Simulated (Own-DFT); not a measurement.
Si₄₇N₆₄ (beta silicon nitride with one vacancy, atoms displaced) (calculated)

Computed with Own-DFT development build. A calculation, not a measurement: plane-wave PBE density functional theory by an unreviewed code, no spin, of a simulated periodic cell, stress positive in tension, free energy of the whole cell less one offset for each atom, defect cell not probed for a lower state with spin; forces on such cells moved up to 12 meV/angstrom on a denser k mesh; offsets are fitted by least squares, one for each functional and potential file, so energies compare only between cells with the same atoms and settings and are not formation energies; the far tail of each file's local potential was reset to the Coulomb form; each entry is a single point on an unrelaxed cell, so the pressure reflects the starting lattice, mostly measured values (interpolated for alloys), from which strain is counted, and rises with the displacements; printed positions are rounded, which can move forces by about a meV/angstrom; the program, named Own-DFT, is a retired in-house code; no spin-orbit coupling; before rounding, a Quantum ESPRESSO 7.3.1 run of the same cell and cutoff gave forces within 1 meV/angstrom rms on each cell, which checks the program and not the settings.

Entry: Si₄₇N₆₄ (beta silicon nitride with one vacancy, atoms displaced)

```
cell vectors (Å)
  15.2120     0.0000     0.0000
  -7.6060    13.1740     0.0000
   0.0000     0.0000     5.8180
atoms (fractions of the cell vectors)
Si  0.08894  0.38132  0.11301
Si  0.11084  0.19594  0.12183
Si  0.29414  0.40228  0.11672
Si  0.40987  0.11652  0.37788
Si  0.38200  0.29437  0.36767
Si  0.19743  0.08079  0.36836
N   0.16638  0.01196  0.12704
N   0.49176  0.15654  0.13529
N   0.35397  0.33581  0.12719
N   0.33882  0.48489  0.36533
N   0.01755  0.34600  0.38121
N   0.15128  0.16914  0.36585
N   0.16451  0.32993  0.11511
N   0.33100  0.16548  0.35581
Si  0.09131  0.38571  0.61700
Si  0.11944  0.20836  0.63599
Si  0.30183  0.41778  0.63285
Si  0.38361  0.29450  0.87154
Si  0.19879  0.08035  0.87288
N   0.16304  0.01662  0.61614
N   0.48400  0.14939  0.63809
N   0.34617  0.33689  0.62329
N   0.33547  0.48938  0.86800
N   0.01622  0.35055  0.85890
N   0.15460  0.16725  0.88542
N   0.16944  0.33107  0.63037
N   0.33711  0.16701  0.87843
Si  0.08423  0.88672  0.12931
Si  0.11331  0.69942  0.11865
Si  0.29989  0.90802  0.12755
Si  0.41495  0.61753  0.37394
Si  0.38542  0.80189  0.38030
Si  0.21031  0.59722  0.38362
N   0.16192  0.51348  0.11774
N   0.48305  0.64862  0.13120
N   0.34899  0.83902  0.11643
N   0.33221  0.98451  0.38821
N   0.02180  0.85058  0.36925
N   0.16294  0.67385  0.37363
N   0.17005  0.83364  0.13340
N   0.33394  0.66830  0.38388
Si  0.08684  0.89017  0.61994
Si  0.11648  0.70235  0.63592
Si  0.30054  0.91121  0.59804
Si  0.41416  0.61140  0.88228
Si  0.38311  0.79418  0.87920
Si  0.20067  0.58444  0.86739
N   0.16442  0.51451  0.62843
N   0.48254  0.65130  0.62711
N   0.35032  0.83306  0.62716
N   0.33018  0.97979  0.87860
N   0.01583  0.84834  0.86093
N   0.15377  0.66889  0.86946
N   0.17278  0.84216  0.62752
N   0.33148  0.66175  0.87961
Si  0.59499  0.38840  0.12348
Si  0.62042  0.20580  0.14995
Si  0.79895  0.41686  0.13890
Si  0.91332  0.11276  0.37298
Si  0.88368  0.30503  0.38257
Si  0.70512  0.08586  0.36525
N   0.66747  0.01158  0.13556
N   0.98830  0.15080  0.12317
N   0.84436  0.33891  0.11650
N   0.83435  0.48518  0.38029
N   0.50889  0.34179  0.37264
N   0.65146  0.16816  0.37570
N   0.66355  0.33480  0.11903
N   0.82683  0.16300  0.37542
Si  0.58767  0.37982  0.61490
Si  0.61975  0.20506  0.63388
Si  0.79663  0.41216  0.63261
Si  0.90579  0.11507  0.88998
Si  0.88796  0.29526  0.87136
Si  0.70429  0.08698  0.87128
N   0.66688  0.01784  0.63548
N   0.98453  0.14913  0.62893
N   0.85173  0.33672  0.61831
N   0.83371  0.48335  0.87815
N   0.51725  0.35049  0.86721
N   0.64471  0.15383  0.86769
N   0.66689  0.33659  0.63658
N   0.82638  0.16901  0.86258
Si  0.58350  0.88433  0.14591
Si  0.61073  0.69777  0.12951
Si  0.79866  0.91529  0.13967
Si  0.91724  0.61425  0.36872
Si  0.89119  0.79860  0.38750
Si  0.69756  0.58473  0.37532
N   0.66643  0.52274  0.12711
N   0.98338  0.64835  0.13474
N   0.85327  0.83348  0.11887
N   0.83126  0.98571  0.37721
N   0.51377  0.84803  0.37045
N   0.65354  0.67062  0.35999
N   0.67053  0.83957  0.11308
N   0.83212  0.66920  0.38226
Si  0.58209  0.88157  0.61743
Si  0.61845  0.70255  0.62783
Si  0.80195  0.91180  0.62090
Si  0.91343  0.61551  0.86746
Si  0.88821  0.80018  0.88465
Si  0.70116  0.58540  0.87107
N   0.66758  0.51175  0.63438
N   0.98190  0.65397  0.62745
N   0.85071  0.83409  0.62669
N   0.83335  0.98306  0.86867
N   0.52429  0.84830  0.87018
N   0.64664  0.65782  0.87042
N   0.66106  0.82840  0.63183
N   0.82833  0.67024  0.87353
```

Settings of this run: functional PBE, potential files PseudoDojo norm-conserving, scalar-relativistic, standard set, wave cutoff 42 hartree, occupations Fermi-Dirac, smearing width 0.1 eV and k mesh 2 x 2 x 4 centred on Gamma.

The calculation gives: free energy of cell above offsets 3.914 eV; pressure 7.78 GPa; stress xx -7.66 GPa; stress yy -7.82 GPa; stress zz -7.86 GPa; stress yz 0.44 GPa; stress xz 0.39 GPa; stress xy 0.97 GPa.

Force:
```csv
element,x (eV/Å),y (eV/Å),z (eV/Å)
Si,-1.277,0.998,1.335
Si,1.81,2.624,0.584
Si,-1.069,3.341,0.974
Si,2.32,0.269,-0.01
Si,-0.538,0.18,1.973
Si,0.177,4.221,0.002
N,-0.964,-0.043,-1.295
N,-0.894,-0.875,1.792
N,-0.161,-0.146,-1.784
N,-0.62,-0.576,0.431
N,-1.65,-0.131,-2.593
N,0.876,-1.492,2.225
N,0.815,-0.734,0.05
N,-1.504,-0.905,0.765
Si,0.731,-0.875,0.259
Si,0.19,-3.313,-1.447
Si,-0.903,-0.548,-3.16
Si,1.438,0.56,-0.535
Si,2.729,3.252,0.295
N,-0.594,-0.187,1.043
N,0.129,0.372,-2.002
N,2.609,-1.632,0.002
N,0.154,-3.388,2.243
N,0.059,-0.331,1.695
N,-0.029,-1.115,-1.792
N,-1.14,3.812,-0.139
N,-2.1,-1.714,-0.371
Si,3.869,-1.411,-3.431
Si,1.07,2.254,1.681
Si,-4.986,5.18,-0.89
Si,-1.224,-1.567,1.519
Si,-0.245,-1.994,-1.531
Si,0.009,-4.797,-1.605
N,-0.143,0.834,1.293
N,0.644,0.52,-0.976
N,6.06,-3.814,1.87
N,0.519,2.119,-5.627
N,-2.791,-1.016,1.921
N,-3.609,0.596,0.533
N,-2.313,-1.23,-0.252
N,1.94,1.84,-0.475
Si,3.211,-1.473,0.345
Si,-1.1,2.916,-3.237
Si,-0.639,-0.007,8.016
Si,-1.202,2.736,-1.195
Si,1.846,-0.002,-0.653
Si,0.986,0.343,2.255
N,-0.035,0.703,-2.035
N,1.56,0.122,0.019
N,0.445,0.05,-0.071
N,-0.252,-0.841,-1.475
N,0.242,0.572,2.187
N,0.331,-1.099,1.42
N,-1.647,-3.024,-0.141
N,-0.115,1.428,0.184
Si,-5.162,-0.633,-0.87
Si,-2.548,-0.222,-5.6
Si,-2.228,-0.745,-2.463
Si,-1.013,2.512,1.655
Si,2.711,-2.971,-4.055
Si,-2.541,-0.241,3.126
N,-0.559,0.843,-1.929
N,-3.919,-1.844,0.34
N,4.156,-2.141,0.804
N,0.361,0.561,1.088
N,2.556,2.149,-0.447
N,3.012,-1.326,3.015
N,4.415,0.384,0.912
N,3.923,3.429,-0.565
Si,-3.232,0.257,1.278
Si,-2.228,-1.384,0.174
Si,-0.464,0.195,-0.176
Si,1.363,-0.08,-3.071
Si,-2.514,2.114,0.232
Si,-1.875,-2.042,1.791
N,-0.145,-2.831,-3.717
N,-0.21,-0.112,0.517
N,-1.261,0.868,3.254
N,0.314,1.63,0.39
N,-0.278,0.657,0.916
N,-1.546,2.53,2.582
N,3.04,-1.596,-0.617
N,4.078,-0.105,1.142
Si,3.898,0.538,-6.238
Si,0.438,3.135,-3.158
Si,0.261,-1.945,-3.693
Si,-4.573,0.239,3.047
Si,-1.687,-1.14,-2.073
Si,1.645,2.078,1.733
N,0.354,-3.259,-0.29
N,1.654,0.514,-3.684
N,-1.384,2.173,3.736
N,0.935,-0.109,0.612
N,-2.147,-0.725,2.298
N,0.712,-1.345,3.699
N,-0.693,-2.96,1.402
N,1.869,-1.45,-0.291
Si,3.118,2.056,1.771
Si,-1.492,-0.462,-0.836
Si,-3.248,-0.521,1.287
Si,-3.241,-0.215,2.006
Si,-0.671,-1.541,-2.272
Si,0.64,0.647,0.477
N,-0.526,0.189,-2.778
N,2.967,0.423,-1.12
N,0.963,0.39,0.072
N,0.286,1.005,1.877
N,-4.609,-1.405,2.736
N,-2.027,1.186,0.715
N,1.915,2.1,-1.076
N,3.411,-1.02,0.146
```
